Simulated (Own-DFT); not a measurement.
# Strain and stress in wurtzite AlN, 72 atoms (Al36N36)

These are calculations, not measurements. They come from Own-DFT, an in-house plane-wave density functional program, since retired, whose code no person has reviewed. Each row is one single-point run on a periodic cell that was not relaxed, without spin or spin-orbit coupling.

Settings of every run: PBE; PseudoDojo norm-conserving scalar-relativistic files; cutoff 42 hartree; 3 x 3 x 2 k mesh centred on Gamma; Fermi-Dirac smearing of 0.1 eV.

Known limits: forces on such cells moved up to 12 meV/angstrom on a denser k mesh; stress not checked against mesh or cutoff.

Unstrained cell vectors in Å: (9.336, 0.000, 0.000); (-4.668, 8.085, 0.000); (0.000, 0.000, 9.964). The unstrained cell has measured lattice constants (interpolated for alloys), not those of this functional. That, the random moves and any unrelaxed bonds set the pressure at no strain. Each run strains this cell uniformly, with the atoms carried along. Every atom was also moved at random, by a Gaussian of width 0.05 Å on each axis. Strain is the symmetric tensor, in per cent. Stress is positive in tension, and the pressure is minus a third of its trace.

```
run,e_xx (%),e_yy (%),e_zz (%),s_xx (GPa),s_yy (GPa),s_zz (GPa),P (GPa),E (meV/atom)
1,1.75,1.75,0.00,4.27,4.50,-3.71,-1.69,12.1
2,-1.50,-1.50,0.00,-15.20,-16.19,-7.10,12.83,48.4
3,-0.25,-0.25,0.00,-5.96,-9.63,-4.90,6.83,32.0
4,-2.75,-2.75,0.00,-22.50,-26.04,-10.26,19.60,77.4
5,-1.75,-1.75,0.00,-17.59,-16.97,-7.49,14.01,48.1
6,1.25,1.25,0.00,3.07,1.57,-5.03,0.13,0.0
7,-2.25,-2.25,0.00,-24.21,-18.83,-8.71,17.25,78.0
8,2.25,2.25,0.00,6.04,5.41,-3.52,-2.64,32.5
9,-0.75,-0.75,0.00,?,?,?,?,?
```

E is the free energy for each atom above the lowest run shown.

## Worked fit

The change of volume is close to e_xx + e_yy + e_zz. A straight line through the runs shown gives P = 6.52 - 228 x (fractional change of volume) GPa, with an error of 8 on the slope and a scatter of 0.80 GPa. The strain isn't the same on all axes and the cell isn't cubic, so the slope belongs to this path and is not the bulk modulus.

## Withheld run

Question: what pressure should run 9 give? Its volume changes by -1.49 %.

The line gives 9.9 GPa. The calculation gave 9.13 GPa.
